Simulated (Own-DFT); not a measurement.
# Which arrangement is lower? As32Ga32, 64 atoms

Calculated results; nothing here was measured. The program, named Own-DFT, is a retired in-house plane-wave density functional code that no person has reviewed. Each row is one single-point run on a periodic cell that was not relaxed, without spin or spin-orbit coupling.

Settings of every run: PBE; PseudoDojo norm-conserving scalar-relativistic files; cutoff 42 hartree; 3 x 3 x 3 k mesh centred on Gamma; Fermi-Dirac smearing of 0.1 eV.

Known limits, some of them of some rows only: not probed for a lower state with spin; forces on such cells failed a check on a denser k mesh; forces not confirmed at this smearing and k mesh; stress not checked against mesh or cutoff.

All cells hold the same atoms in the same cell, with vectors in Å (11.307, 0.000, 0.000); (0.000, 11.307, 0.000); (0.000, 0.000, 11.307). Every atom was moved at random from its ideal site; u is the rms move along one axis. The defect's site can differ from row to row. E is the free energy of the cell above the lowest run. The arrangements:

- A: zincblende GaAs
- B: zincblende GaAs, with one As on a Ga site and one Ga on an As site, 2.4 Å apart

| arrangement | u (Å) | E (eV) | P (GPa) |
|---|---|---|---|
| A | 0.0183 | 0.000 | 3.49 |
| A | 0.0197 | 0.132 | 3.53 |
| A | 0.0201 | 0.115 | 3.52 |
| A | 0.0481 | 1.834 | 3.88 |
| A | 0.0483 | 2.214 | 3.96 |
| A | 0.0505 | 1.939 | 3.87 |
| B | 0.0285 | 3.083 | 3.93 |
| B | 0.0294 | 3.163 | 3.92 |
| B | 0.0302 | 3.259 | 3.95 |
| B | 0.0496 | 5.318 | 4.41 |
| B | 0.0499 | 4.536 | 4.24 |
| B | 0.0537 | 5.128 | 4.38 |

Question: once the cost of the random moves is taken out, how do the arrangements rank?

## Worked answer

Fit E = a + b u², with one b for all and one a for each arrangement, and with residuals divided by u², since the noise grows with the moves. Then b = 994 eV/Å², the scatter at u = 0.04 Å is 0.18 eV, and against A:

- B: 2.62 ± 0.07 eV (higher)

These are energies of unrelaxed cells. Relaxing the atoms lowers the strained arrangements most, so the gaps would shrink and small ones could change sign.
